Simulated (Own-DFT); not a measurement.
# One host, several defects: zincblende GaP

No measurement is shown. These are fixed-geometry runs of a retired plane-wave code named Own-DFT, which no person has reviewed; spin and spin-orbit coupling are neglected.

All runs used: PBE; PseudoDojo norm-conserving scalar-relativistic files; cutoff 42 hartree; 2 x 3 x 3 k mesh centred on Gamma; Fermi-Dirac smearing of 0.1 eV.

Caveats (not all hold for every row): not probed for a lower state with spin; forces on such cells failed a check on a denser k mesh; forces on such cells moved up to 12 meV/angstrom on a denser k mesh; forces on such cells passed a denser k mesh, each cell not checked; stress not checked against mesh or cutoff.

All runs share one cell, with vectors in Å (16.352, 0.000, 0.000); (0.000, 10.901, 0.000); (0.000, 0.000, 10.901) and a volume of 1943.1 Å³. u is the rms random offset of the atoms per axis. The defect's site can differ from row to row.

```
cell,formula,u (Å),P (GPa)
no defect,Ga48P48,0.0196,2.71
no defect,Ga48P48,0.0469,3.15
no defect,Ga48P48,0.0499,3.19
one Ga on a P site and one P on a Ga site,Ga48P48,0.0282,2.92
one Ga on a P site and one P on a Ga site,Ga48P48,0.0309,2.94
one Ga on a P site and one P on a Ga site,Ga48P48,0.0485,?
one Ga on a P site and one P on a Ga site,Ga48P48,0.0486,3.30
two P vacancies,Ga48P46,0.0303,2.45
two P vacancies,Ga48P46,0.0487,2.73
two P vacancies,Ga48P46,0.0497,2.77
two P on a Ga site each,Ga46P50,0.0272,2.91
two P on a Ga site each,Ga46P50,0.0305,2.96
two P on a Ga site each,Ga46P50,0.0470,3.26
```

## Fit

P = P0 + c u² + a shift for each defect gives P0 = 2.63 GPa, c = 230 ± 7 GPa/Å² and a scatter of 0.02 GPa. The shifts, and each times the cell's volume:

- two P on a Ga site each: 0.12 ± 0.01 GPa, 1.4 eV (0.7 eV for each of its 2 sites)
- one Ga on a P site and one P on a Ga site: 0.11 ± 0.01 GPa, 1.4 eV
- two P vacancies: -0.42 ± 0.01 GPa, -5.1 eV (-2.5 eV for each of its 2 sites)

Against the defect-free cell, a freed cell would be larger where the shift is positive and smaller where it is negative (160.2 GPa Å³ is 1 eV). The atoms around the defects weren't relaxed, which would change these numbers.

## The run left out

Question: what pressure belongs in the blank (one Ga on a P site and one P on a Ga site, u = 0.0485 Å)?

The fitted form gives 3.28 ± 0.02 GPa. Computed: 3.33 GPa.
